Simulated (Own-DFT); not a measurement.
# Point defects and the pressure they add: monoclinic HfO2

Source: density functional calculations with Own-DFT, an unreviewed in-house program that is no longer used. Nothing was measured or relaxed, and spin and spin-orbit coupling are left out.

All runs used: PBE; PseudoDojo norm-conserving scalar-relativistic files; cutoff 72 hartree; 2 x 2 x 2 k mesh centred on Gamma; Fermi-Dirac smearing of 0.1 eV.

Keep in mind (not all hold for every row): not probed for a lower state with spin; hafnium file: forces about 75 meV/angstrom off all-electron values; oxygen file: force components 24 meV/angstrom off all-electron in a glass; forces on such cells passed a denser k mesh, each cell not checked; stress not checked against mesh or cutoff.

All runs share one cell, with vectors in Å (10.234, 0.000, 0.000); (0.000, 10.350, 0.000); (-1.696, 0.000, 10.445) and a volume of 1106.4 Å³. Atoms were moved at random from their sites; u is the rms move along one axis. The defect's site can differ from row to row.

```
               cell    formula   u (Å)  P (GPa)
          no defect    Hf32O64  0.0211     4.05
          no defect    Hf32O64  0.0502     5.83
          no defect    Hf32O64  0.0537     6.15
one Si on a Hf site  Hf31O64Si  0.0315     2.80
one Si on a Hf site  Hf31O64Si  0.0487     3.89
one Si on a Hf site  Hf31O64Si  0.0509     4.59
    two O vacancies    Hf32O62  0.0309        ?
    two O vacancies    Hf32O62  0.0311     3.61
    two O vacancies    Hf32O62  0.0486     5.16
    two O vacancies    Hf32O62  0.0511     4.60
```

## Analysis

P = P0 + c u² + a shift for each defect gives P0 = 3.64 GPa, c = 873 ± 116 GPa/Å² and a scatter of 0.30 GPa. The shifts, and each times the cell's volume:

- two O vacancies: -0.92 ± 0.24 GPa, -6.3 eV (-3.2 eV for each of its 2 sites)
- one Si on a Hf site: -1.61 ± 0.24 GPa, -11.1 eV

A positive shift means that the defect pushes the cell outwards. Shift times volume (160.2 GPa Å³ is 1 eV) depends little on the cell's size, so, taken for each site, it can be compared between cells at like pressure. The atoms around the defects weren't relaxed, which would change these numbers.

## Prediction

The question: what pressure belongs in the blank (two O vacancies, u = 0.0309 Å)?

From the fit: 3.56 ± 0.36 GPa. Computed: 3.70 GPa.
